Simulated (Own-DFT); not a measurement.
# Bulk modulus against bond length in tetrahedral crystals

No measurement is shown. These are fixed-geometry runs of a retired plane-wave code named Own-DFT, which no person has reviewed; spin and spin-orbit coupling are neglected.

Caveats (not all hold for every row): forces on such cells moved up to 12 meV/angstrom on a denser k mesh; forces not confirmed at this smearing and k mesh; k mesh not checked against a denser one; forces on such cells passed a denser k mesh, each cell not checked; stress not checked against mesh or cutoff.

All runs are PBE with PseudoDojo norm-conserving files; cutoff and k mesh are each material's own. Every cell starts from measured lattice constants and was given uniform random strains and small random moves of its atoms. Each triple is the change of volume in per cent, the rms move u in Å and the pressure in GPa.

- 4H SiC (C36Si36), 10.36 Å³/atom unstrained: (-3.81, 0.050, 15.19); (-1.75, 0.047, 10.12); (0.16, 0.051, 5.33); (1.32, 0.047, 2.12); (1.36, 0.052, 2.60); (2.97, 0.050, -1.01); (3.29, 0.048, -1.58)
- wurtzite AlN (Al64N64), 10.45 Å³/atom unstrained: withheld
- wurtzite GaN (Ga36N36), 11.42 Å³/atom unstrained: (-1.68, 0.049, 11.22); (-1.63, 0.044, 10.23); (-1.53, 0.053, 10.10); (-1.13, 0.052, 9.81); (-0.50, 0.053, 8.78); (0.71, 0.051, 5.69); (3.04, 0.049, 1.38)
- diamond silicon (Si64), 20.02 Å³/atom unstrained: (-3.58, 0.050, 6.46); (-2.39, 0.049, 5.11); (-1.29, 0.049, 3.88); (-1.18, 0.050, 3.74); (-1.16, 0.045, 3.57); (-0.84, 0.046, 3.50); (1.96, 0.052, 0.87)
- zincblende GaP (Ga32P32), 20.24 Å³/atom unstrained: (-2.56, 0.050, 6.11); (-2.09, 0.052, 5.43); (-0.11, 0.046, 3.26); (0.19, 0.048, 3.19); (1.51, 0.048, 2.10); (1.84, 0.053, 1.86); (2.82, 0.050, 1.03)
- zincblende InP (In32P32), 25.27 Å³/atom unstrained: (-1.47, 0.049, 4.81); (-1.03, 0.050, 4.45); (0.11, 0.050, 3.58); (0.20, 0.048, 3.49); (0.43, 0.046, 3.17); (0.56, 0.053, 3.42); (3.29, 0.048, 1.47)
- grey tin (Sn64), 34.15 Å³/atom unstrained: (-2.48, 0.050, 5.25); (-2.19, 0.053, 4.95); (-0.48, 0.049, 3.97); (0.95, 0.045, 3.09); (1.33, 0.051, 2.94); (1.34, 0.053, 3.09); (2.04, 0.051, 2.69)

## Working it out

Fit a line to each set against the fractional change of volume; B is minus its slope, and u is nearly the same within a set. To take it to zero pressure, assume that B rises by 4 GPa for each GPa: B0 = B - 4 x (mean pressure). The bond length of an ideal tetrahedral crystal with the unstrained volume v is d = (√3/4)(8 v)^(1/3). Cohen's empirical rule reads B0 = (1971 - 220 L) d^(-3.5) GPa, with L = 0 for group IV crystals and SiC and 1 for III-V compounds.

| material | L | d (Å) | B (GPa) | mean P (GPa) | B0 (GPa) | rule (GPa) |
|---|---|---|---|---|---|---|
| 4H SiC (C36Si36) | 0 | 1.888 | 239 ± 6 | 4.7 | 220 ± 6 | 213 |
| wurtzite AlN (Al64N64) | 1 | 1.893 | ? | ? | ? | 188 |
| wurtzite GaN (Ga36N36) | 1 | 1.950 | 200 ± 9 | 8.2 | 167 ± 9 | 169 |
| diamond silicon (Si64) | 0 | 2.352 | 101 ± 4 | 3.9 | 85 ± 4 | 99 |
| zincblende GaP (Ga32P32) | 1 | 2.360 | 93 ± 4 | 3.3 | 80 ± 4 | 87 |
| zincblende InP (In32P32) | 1 | 2.541 | 70 ± 3 | 3.5 | 56 ± 3 | 67 |
| grey tin (Sn64) | 0 | 2.810 | 56 ± 2 | 3.7 | 42 ± 2 | 53 |

A line through ln[B0/(1971 - 220 L)] against ln d has a slope of -4.2 ± 0.1 and a scatter of 3 %. Against the rule, B0 stands at 103 % for 4H SiC, 99 % for wurtzite GaN, 86 % for diamond silicon, 92 % for zincblende GaP, 83 % for zincblende InP, 79 % for grey tin. PBE tends to make silicon and heavier crystals too soft, and the rule itself is only a guide.

## The run left out

Question: what B0 does the fitted trend give for wurtzite AlN (Al64N64)?

Estimate: 191 GPa. Its own runs give B = 221 ± 11 GPa at a mean pressure of 6.1 GPa, so B0 = 197 GPa.
